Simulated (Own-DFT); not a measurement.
# One host, several defects: 4H SiC

Source: density functional calculations with Own-DFT, an unreviewed in-house program that is no longer used. Nothing was measured or relaxed, and spin and spin-orbit coupling are left out.

Method: PBE; PseudoDojo norm-conserving scalar-relativistic files; cutoff 42 hartree; 4 x 4 x 3 k mesh centred on Gamma; Fermi-Dirac smearing of 0.1 eV.

Keep in mind (not all hold for every row): a neutral cation vacancy leaves holes that likely carry spin, which these runs leave out; not probed for a lower state with spin; forces on such cells failed a check on a denser k mesh; forces on such cells passed a denser k mesh, each cell not checked; stress not checked against mesh or cutoff.

All runs share one cell, with vectors in Å (9.248, 0.000, 0.000); (-4.624, 8.009, 0.000); (0.000, 0.000, 10.068) and a volume of 745.7 Å³. The atoms are randomly displaced, by u rms on each axis. The defect's site can differ from row to row.

| cell | formula | u (Å) | P (GPa) |
|---|---|---|---|
| no defect | C36Si36 | 0.0281 | 3.69 |
| no defect | C36Si36 | 0.0301 | 3.74 |
| no defect | C36Si36 | 0.0560 | 5.57 |
| one C vacancy | C35Si36 | 0.0303 | 3.49 |
| one C vacancy | C35Si36 | 0.0314 | 3.70 |
| one C vacancy | C35Si36 | 0.0477 | 4.94 |
| one C on a Si site and one Si on a C site | C36Si36 | 0.0308 | 7.35 |
| one C on a Si site and one Si on a C site | C36Si36 | 0.0471 | 8.79 |
| one C on a Si site and one Si on a C site | C36Si36 | 0.0502 | 9.00 |
| one Si vacancy | C36Si35 | 0.0295 | 3.01 |
| one Si vacancy | C36Si35 | 0.0310 | 3.22 |
| one Si vacancy | C36Si35 | 0.0317 | 3.22 |
| two N on a C site each | C34N2Si36 | 0.0294 | ? |
| two N on a C site each | C34N2Si36 | 0.0318 | 2.76 |
| two N on a C site each | C34N2Si36 | 0.0473 | 4.10 |
| two N on a C site each | C34N2Si36 | 0.0508 | 4.00 |

## Analysis

P = P0 + c u² + a shift for each defect gives P0 = 2.88 GPa, c = 904 ± 55 GPa/Å² and a scatter of 0.15 GPa. The shifts, and each times the cell's volume:

- one C on a Si site and one Si on a C site: 3.79 ± 0.12 GPa, 17.7 eV
- one C vacancy: -0.09 ± 0.12 GPa, -0.4 eV (not resolved)
- one Si vacancy: -0.58 ± 0.13 GPa, -2.7 eV
- two N on a C site each: -1.01 ± 0.12 GPa, -4.7 eV (-2.4 eV for each of its 2 sites)

A positive shift means that the defect pushes the cell outwards. Shift times volume (160.2 GPa Å³ is 1 eV) depends little on the cell's size, so, taken for each site, it can be compared between cells at like pressure. The atoms around the defects weren't relaxed, which would change these numbers.

## Check

Q: what pressure belongs in the blank (two N on a C site each, u = 0.0294 Å)?

The fit gives 2.64 ± 0.18 GPa. Computed: 2.66 GPa.
